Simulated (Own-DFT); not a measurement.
Simulation results for SiC (2H silicon carbide, atoms displaced), GaAs (zincblende with one plane slipped along a stacking-fault path, atoms displaced)

A calculation, not a measurement: plane-wave PBE density functional theory by an unreviewed code, no spin, of a simulated periodic cell, stress positive in tension, free energy of the whole cell less one offset for each atom, forces on such cells passed a denser k mesh, this cell's mesh not checked; offsets are fitted by least squares, one for each functional and potential file, so energies compare only between cells with the same atoms and settings and are not formation energies; the far tail of each file's local potential was reset to the Coulomb form; each entry is a single point on an unrelaxed cell, so the pressure reflects the starting lattice, mostly measured values (interpolated for alloys), from which strain is counted, and rises with the displacements; printed positions are rounded, which can move forces by about a meV/angstrom; the program, named Own-DFT, is a retired in-house code; no spin-orbit coupling. Program: Own-DFT development build.

Common to all runs: functional PBE; potential files PseudoDojo norm-conserving, scalar-relativistic, standard set; wave cutoff 42 hartree; occupations Fermi-Dirac; smearing width 0.1 eV.

(1) SiC (2H silicon carbide, atoms displaced)

```
CELL_PARAMETERS angstrom
9.24810 0.00000 0.00000
-4.62410 8.00910 0.00000
0.00000 0.00000 10.06810
ATOMIC_POSITIONS crystal
Si 0.00631 0.99568 0.99054
Si 0.12379 0.23222 0.25244
C 0.00425 0.00246 0.18778
C 0.10176 0.22382 0.43305
Si 0.99966 0.00387 0.49977
Si 0.11460 0.22456 0.74633
C 0.01194 0.99624 0.68142
C 0.11883 0.21688 0.93756
Si 0.00104 0.34312 0.99156
Si 0.10497 0.54476 0.25588
C 0.99762 0.32929 0.19565
C 0.10469 0.54818 0.42669
Si 0.00639 0.33439 0.50382
Si 0.10471 0.54813 0.74742
C 0.99544 0.33931 0.69302
C 0.11788 0.55705 0.94337
Si 0.00219 0.67305 0.99951
Si 0.11571 0.88855 0.24183
C 0.99787 0.66393 0.17975
C 0.12412 0.89888 0.43266
Si 0.00272 0.66785 0.50457
Si 0.11399 0.89363 0.74342
C 0.99207 0.66472 0.67925
C 0.11717 0.89151 0.94578
Si 0.34158 0.99748 0.00115
Si 0.43855 0.22004 0.23987
C 0.34068 0.00493 0.19263
C 0.45374 0.21936 0.43585
Si 0.32882 0.00150 0.49211
Si 0.43445 0.22263 0.75042
C 0.32731 0.99207 0.69298
C 0.44980 0.23174 0.95437
Si 0.32464 0.32545 0.99368
Si 0.45337 0.55110 0.25571
C 0.32832 0.30869 0.19054
C 0.44735 0.55005 0.43416
Si 0.33675 0.32928 0.49772
Si 0.45128 0.56524 0.75020
C 0.34348 0.33846 0.69228
C 0.43265 0.55820 0.93613
Si 0.31396 0.66899 0.00832
Si 0.44211 0.89641 0.25117
C 0.33587 0.66843 0.18834
C 0.43900 0.88815 0.43971
Si 0.33316 0.66104 0.49496
Si 0.45487 0.90463 0.74770
C 0.32755 0.66481 0.69195
C 0.44383 0.88607 0.94276
Si 0.67125 0.99994 0.99861
Si 0.77084 0.20934 0.25331
C 0.67700 0.01586 0.17254
C 0.77990 0.22906 0.43477
Si 0.66169 0.99424 0.50257
Si 0.77709 0.22437 0.74887
C 0.67182 0.99303 0.69473
C 0.77965 0.21770 0.93414
Si 0.66274 0.33749 0.99584
Si 0.77989 0.54077 0.25013
C 0.65844 0.32748 0.19991
C 0.77337 0.55788 0.43067
Si 0.67114 0.33390 0.50000
Si 0.76736 0.55381 0.74332
C 0.66994 0.33072 0.68555
C 0.76874 0.55301 0.94374
Si 0.66391 0.65095 0.02023
Si 0.77197 0.87675 0.25279
C 0.67120 0.67179 0.18653
C 0.78361 0.90205 0.45112
Si 0.66410 0.67427 0.50306
Si 0.77480 0.88890 0.74906
C 0.66444 0.66512 0.69306
C 0.76830 0.88106 0.93981
```

- hardware: one NVIDIA H100
- k mesh: 4 x 4 x 3 centred on Gamma
- free energy of cell above offsets: -2.218 eV
- pressure: 6.74 GPa
- stress xx: -7.36 GPa
- stress yy: -5.04 GPa
- stress zz: -7.84 GPa
- stress yz: -0.79 GPa
- stress xz: -0.62 GPa
- stress xy: 0.51 GPa
- wall time: 364.3 s

Force:
| element | x (eV/Å) | y (eV/Å) | z (eV/Å) |
| --- | --- | --- | --- |
| Si | -2.949 | 0.354 | 2.412 |
| Si | -2.515 | -2.663 | -1.122 |
| C | -0.33 | -0.499 | 0.01 |
| C | 2.784 | -0.137 | 2.026 |
| Si | 2.01 | 0.197 | -1.041 |
| Si | 0.275 | -0.164 | 0.75 |
| C | -3.471 | 1.816 | 0.859 |
| C | -3.193 | -0.252 | -1.627 |
| Si | 1.17 | -2.811 | 2.586 |
| Si | 0.15 | 1.428 | -3.839 |
| C | 0.161 | 0.168 | -2.101 |
| C | 0.448 | 1.153 | 4.918 |
| Si | -2.327 | 0.27 | -0.925 |
| Si | 0.056 | 3.17 | 1.185 |
| C | 1.856 | -2.286 | -1.44 |
| C | -4.276 | -0.309 | -2.808 |
| Si | -0.284 | -1.695 | -0.568 |
| Si | -0.995 | 0.073 | 0.832 |
| C | 0.708 | -0.275 | 2.024 |
| C | -2.995 | -2.151 | -0.1 |
| Si | -0.536 | 0.166 | -3.685 |
| Si | 0.93 | -2.559 | 2.037 |
| C | 0.582 | 0.017 | 3.32 |
| C | 0.864 | -0.554 | -2.557 |
| Si | -0.92 | 1.356 | 0.663 |
| Si | 3.526 | -1.168 | 3.312 |
| C | -0.992 | -1.426 | -1.778 |
| C | -1.846 | 0.469 | -0.073 |
| Si | 1.993 | 0.736 | 1.921 |
| Si | 3.03 | -0.931 | 1.115 |
| C | 0.654 | 2.441 | -1.63 |
| C | -0.651 | -2.563 | -3.399 |
| Si | 0.943 | 2.871 | 1.757 |
| Si | -1.533 | -0.235 | -2.679 |
| C | -2.97 | 5.364 | -1.926 |
| C | -0.663 | 0.749 | 1.621 |
| Si | 0.09 | -0.452 | 0.325 |
| Si | -1.689 | -1.091 | 1.357 |
| C | -2.355 | 0.614 | -1.791 |
| C | 1.267 | -0.706 | 1.835 |
| Si | 5.57 | 0.811 | -0.522 |
| Si | 2.394 | -1.164 | -0.464 |
| C | -0.178 | -0.571 | 1.817 |
| C | 1.268 | -0.416 | -0.124 |
| Si | -1.148 | 0.219 | 0.638 |
| Si | -0.54 | -3.306 | 1.606 |
| C | 0.723 | 0.74 | -1.635 |
| C | 0.242 | 0.804 | -1.286 |
| Si | -0.441 | -0.479 | -1.365 |
| Si | 0.338 | 2.941 | -0.428 |
| C | -0.28 | -3.966 | 4.052 |
| C | 0.998 | -1.817 | 1.949 |
| Si | -1.05 | 2.163 | 0.159 |
| Si | 0.236 | -0.973 | 0.558 |
| C | -2.175 | 2.453 | -2.038 |
| C | -1.174 | 1.376 | -0.021 |
| Si | 2.727 | -0.862 | 2.086 |
| Si | -0.894 | 2.312 | -0.224 |
| C | 1.508 | -0.196 | -2.837 |
| C | 0.779 | 0.666 | 2.331 |
| Si | -0.627 | 0.496 | -0.78 |
| Si | 1.746 | -0.387 | 1.644 |
| C | -1.802 | 0.006 | 0.483 |
| C | 2.085 | 0.723 | -1.884 |
| Si | -3.068 | 2.038 | -6.27 |
| Si | 0.568 | 4.181 | -0.412 |
| C | 0.382 | -2.529 | 4.324 |
| C | -0.49 | -2.66 | -2.448 |
| Si | 1.624 | -0.932 | -0.286 |
| Si | 2.751 | -1.166 | 1.928 |
| C | -0.32 | 1.161 | -1.866 |
| C | 2.241 | -0.155 | -0.464 |

(2) GaAs (zincblende with one plane slipped along a stacking-fault path, atoms displaced)

```
CELL_PARAMETERS angstrom
5.65330 -5.65330 0.00000
0.00000 5.65330 -5.65330
12.24880 12.24880 9.42220
ATOMIC_POSITIONS crystal
Ga 0.98883 0.98655 0.00357
As 0.95899 0.94641 0.12295
Ga 0.13550 0.28101 0.16904
As 0.11499 0.23891 0.28486
Ga 0.28571 0.05501 0.34034
As 0.24943 0.00224 0.45982
Ga 0.08599 0.16911 0.49654
As 0.06605 0.12181 0.62604
Ga 0.22261 0.43713 0.66840
As 0.20750 0.40850 0.79362
Ga 0.36081 0.21744 0.83309
As 0.33826 0.18380 0.95894
Ga 0.99604 0.49719 0.99789
As 0.97748 0.45990 0.12614
Ga 0.13725 0.77246 0.16760
As 0.09694 0.73716 0.28692
Ga 0.28855 0.56165 0.33300
As 0.25141 0.48971 0.45438
Ga 0.07565 0.66863 0.50060
As 0.06109 0.62586 0.62147
Ga 0.23207 0.94943 0.66495
As 0.19027 0.90819 0.79074
Ga 0.35861 0.73498 0.83494
As 0.34695 0.67926 0.95682
Ga 0.49593 0.01626 0.99221
As 0.49075 0.95745 0.12467
Ga 0.64053 0.29016 0.16505
As 0.62202 0.24273 0.29068
Ga 0.77308 0.03228 0.33427
As 0.75639 0.02693 0.45595
Ga 0.58253 0.16888 0.49975
As 0.56662 0.12741 0.62653
Ga 0.71564 0.43538 0.66743
As 0.70947 0.40586 0.79054
Ga 0.85280 0.19969 0.83522
As 0.82840 0.17657 0.96157
Ga 0.51447 0.51210 0.99398
As 0.46291 0.45741 0.12060
Ga 0.64518 0.77436 0.16878
As 0.62413 0.74006 0.28840
Ga 0.79591 0.55726 0.33650
As 0.75596 0.50138 0.45938
Ga 0.58348 0.65597 0.50162
As 0.56383 0.61360 0.62889
Ga 0.69929 0.93218 0.66446
As 0.69825 0.90910 0.79158
Ga 0.85816 0.72926 0.83569
As 0.84521 0.67241 0.95775
```

* k mesh: 4 x 4 x 2 centred on Gamma
* free energy of cell above offsets: -16.806 eV
* pressure: 4.21 GPa
* stress xx: -3.87 GPa
* stress yy: -4.07 GPa
* stress zz: -4.68 GPa
* stress yz: -0.6 GPa
* stress xz: -0.03 GPa
* stress xy: -0.56 GPa

Force:
| element | x (eV/Å) | y (eV/Å) | z (eV/Å) |
| --- | --- | --- | --- |
| Ga | -0.347 | -0.26 | -0.833 |
| As | 2.078 | -0.35 | -0.402 |
| Ga | -1.419 | -1.178 | -0.314 |
| As | 1.787 | 1.06 | 1.566 |
| Ga | -1.48 | -0.752 | -1.179 |
| As | 0.634 | 0.41 | -0.283 |
| Ga | -0.088 | 0.25 | 1.674 |
| As | -0.956 | 0.183 | -0.046 |
| Ga | -0.262 | 0.425 | -0.158 |
| As | -0.325 | 0.263 | 0.217 |
| Ga | 0.361 | 0.194 | -0.671 |
| As | -1.003 | 0.718 | -0.398 |
| Ga | 1.162 | -0.39 | 0.466 |
| As | -0.414 | -0.441 | -0.296 |
| Ga | -0.238 | -0.43 | -1.324 |
| As | 2.824 | -0.717 | -0.422 |
| Ga | -1.357 | -0.108 | -0.373 |
| As | 1.071 | 1.429 | -1.706 |
| Ga | 0.039 | -1.329 | 0.666 |
| As | 0.839 | 0.337 | 0.771 |
| Ga | -0.484 | 0.258 | 0.58 |
| As | 0.17 | -0.683 | 0.154 |
| Ga | -0.467 | -0.325 | 0.065 |
| As | -0.257 | 0.982 | -0.267 |
| Ga | 0.67 | -0.051 | 1.962 |
| As | -0.704 | 0.658 | -0.391 |
| Ga | -0.621 | 0.046 | 0.514 |
| As | 0.221 | -0.226 | 0.643 |
| Ga | 0.115 | 0.666 | -1.899 |
| As | 0.266 | -0.577 | 1.413 |
| Ga | -0.273 | 0.16 | 0.818 |
| As | -0.747 | -0.349 | -0.284 |
| Ga | 1.112 | -0.141 | -0.342 |
| As | 0.253 | 0.315 | 0.565 |
| Ga | 1.171 | 1.002 | -1.626 |
| As | 0.308 | -1.242 | -0.286 |
| Ga | -0.071 | 0.493 | 0.931 |
| As | 0.75 | -0.424 | -0.185 |
| Ga | -1.515 | 0.089 | 0.199 |
| As | 0.219 | -0.267 | 1.575 |
| Ga | -1.716 | 0.891 | 0.777 |
| As | 0.053 | 0.566 | -0.841 |
| Ga | -0.275 | 0.363 | -0.555 |
| As | -0.902 | 0.119 | -0.525 |
| Ga | 1.497 | -0.64 | -0.041 |
| As | -1.028 | -0.953 | 0.851 |
| Ga | -0.693 | -0.464 | 0.073 |
| As | 0.047 | 0.418 | -0.832 |
